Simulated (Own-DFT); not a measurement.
# Hybrid less PBE against volume: corundum Al2O3, 78 atoms (Al32O46), with two O vacancies

These are calculations. Each geometry was run twice at fixed positions with Own-DFT, a retired in-house plane-wave program that no person has reviewed: with PBE, and with HSE06 (exact exchange share 0.25 at short range, screening 0.11 per bohr, Gygi-Baldereschi treatment of its divergence). Both used PseudoDojo norm-conserving files made for PBE, a cutoff of 48 hartree, the Gamma point alone, fixed occupations, a neutral cell and no spin. One k point on a cell 7.9 Å thick isn't converged, and results move with the size of the cell. The oxygen file's force components were 24 meV/Å off all-electron values in a glass.

Unstrained cell vectors in Å: (5.494, 0.000, 8.660); (-2.747, 4.758, 8.660); (-2.747, -4.758, 8.660), volume V0 = 679.1 Å³, from measured lattice constants. Each geometry has its own random strain of a few per cent, its own defect sites and random moves of rms u per axis. HSE06 gave the energy alone. D is its energy less that of PBE, over the lowest D shown. The PBE stress wasn't checked against mesh or cutoff.

| run | V - V0 (Å³) | u (Å) | P with PBE (GPa) | D (eV) |
|---|---|---|---|---|
| 1 | 4.4 | 0.0300 | 5.76 | 0.860 |
| 2 | 18.0 | 0.0285 | 0.53 | 1.416 |
| 3 | -4.1 | 0.0522 | 10.03 | 0.797 |
| 4 | 1.4 | 0.0292 | 6.78 | 0.858 |
| 5 | 19.6 | 0.0282 | 0.22 | 1.460 |
| 6 | -17.6 | 0.0292 | 14.08 | 0.000 |
| 7 | 5.0 | 0.0531 | 7.46 | 1.127 |
| 8 | 10.8 | 0.0267 | 3.27 | 1.120 |
| 9 | 24.2 | 0.0296 | -1.09 | 1.654 |
| 10 | 10.9 | 0.0323 | 3.96 | 1.098 |
| 11 | -3.5 | 0.0285 | 8.32 | 0.599 |
| 12 | 3.6 | 0.0455 | 7.36 | 0.992 |
| 13 | 12.8 | 0.0519 | 5.29 | ? |

## Worked fit

D = 0.62 + 0.0386 (V - V0) + 116 u² eV, with an error of 0.0011 on the volume slope, 16 on the last term and a scatter of 0.04 eV. Pressure is -dE/dV, and 1 eV/Å³ is 160.2 GPa, so HSE06 changes the pressure by -6.2 ± 0.2 GPa. With the ions held to the strained lattice, the PBE pressure falls by 245 ± 5 GPa per unit of volume strain; the shape of the strain isn't fitted, so the true error is larger, and a relaxed crystal would be softer. On that slope HSE06's volume at a given pressure is about 2.5 % smaller, or 0.8 % in lengths. At u = 0 and V0 the PBE pressure is 6.7 GPa, which puts the zero-pressure volume, against the measured cell and with the defects in, at +2.7 % for PBE and +0.2 % for HSE06, each good to a few tenths of a per cent.

## The run left out

The question: what D should run 13 give?

From the fit: 1.42 eV, with rows scattering by 0.04. Computed: 1.355 eV.
